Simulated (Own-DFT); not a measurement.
# One host, several defects: diamond germanium

Calculated, not measured: single-point runs of Own-DFT, a retired in-house plane-wave DFT program that no person has reviewed, on unrelaxed cells, without spin or spin-orbit coupling.

Method: PBE; PseudoDojo norm-conserving scalar-relativistic files; cutoff 42 hartree; 3 x 3 x 6 k mesh centred on Gamma; Fermi-Dirac smearing of 0.1 eV.

Known weak points (not all hold for every row): not probed for a lower state with spin; smearing too wide for converged forces on cells of this kind; forces on such cells failed a check on a denser k mesh; stress not checked against mesh or cutoff.

All runs share one cell, with vectors in Å (11.316, 0.000, 0.000); (0.000, 11.316, 0.000); (0.000, 0.000, 5.658) and a volume of 724.5 Å³. u is the rms random offset of the atoms per axis. The defect's site can differ from row to row.

| cell | formula | u (Å) | P (GPa) |
|---|---|---|---|
| no defect | Ge32 | 0.0207 | 3.92 |
| no defect | Ge32 | 0.0435 | 4.35 |
| no defect | Ge32 | 0.0557 | 4.63 |
| one Ge vacancy | Ge31 | 0.0261 | 3.36 |
| one Ge vacancy | Ge31 | 0.0290 | 3.52 |
| one Ge vacancy | Ge31 | 0.0476 | ? |
| one Ge vacancy | Ge31 | 0.0550 | 3.93 |
| one added Ge | Ge33 | 0.0286 | 7.99 |
| one added Ge | Ge33 | 0.0289 | 7.94 |
| one added Ge | Ge33 | 0.0557 | 8.81 |

## Fit

P = P0 + c u² + a shift for each defect gives P0 = 3.79 GPa, c = 284 ± 32 GPa/Å² and a scatter of 0.10 GPa. The shifts, and each times the cell's volume:

- one added Ge: 4.01 ± 0.08 GPa, 18.1 eV
- one Ge vacancy: -0.62 ± 0.08 GPa, -2.8 eV

Against the defect-free cell, a freed cell would be larger where the shift is positive and smaller where it is negative (160.2 GPa Å³ is 1 eV). The atoms around the defects weren't relaxed, which would change these numbers.

## Check

Asked: what pressure belongs in the blank (one Ge vacancy, u = 0.0476 Å)?

From the fit: 3.82 ± 0.12 GPa. The hidden result is 3.75 GPa.
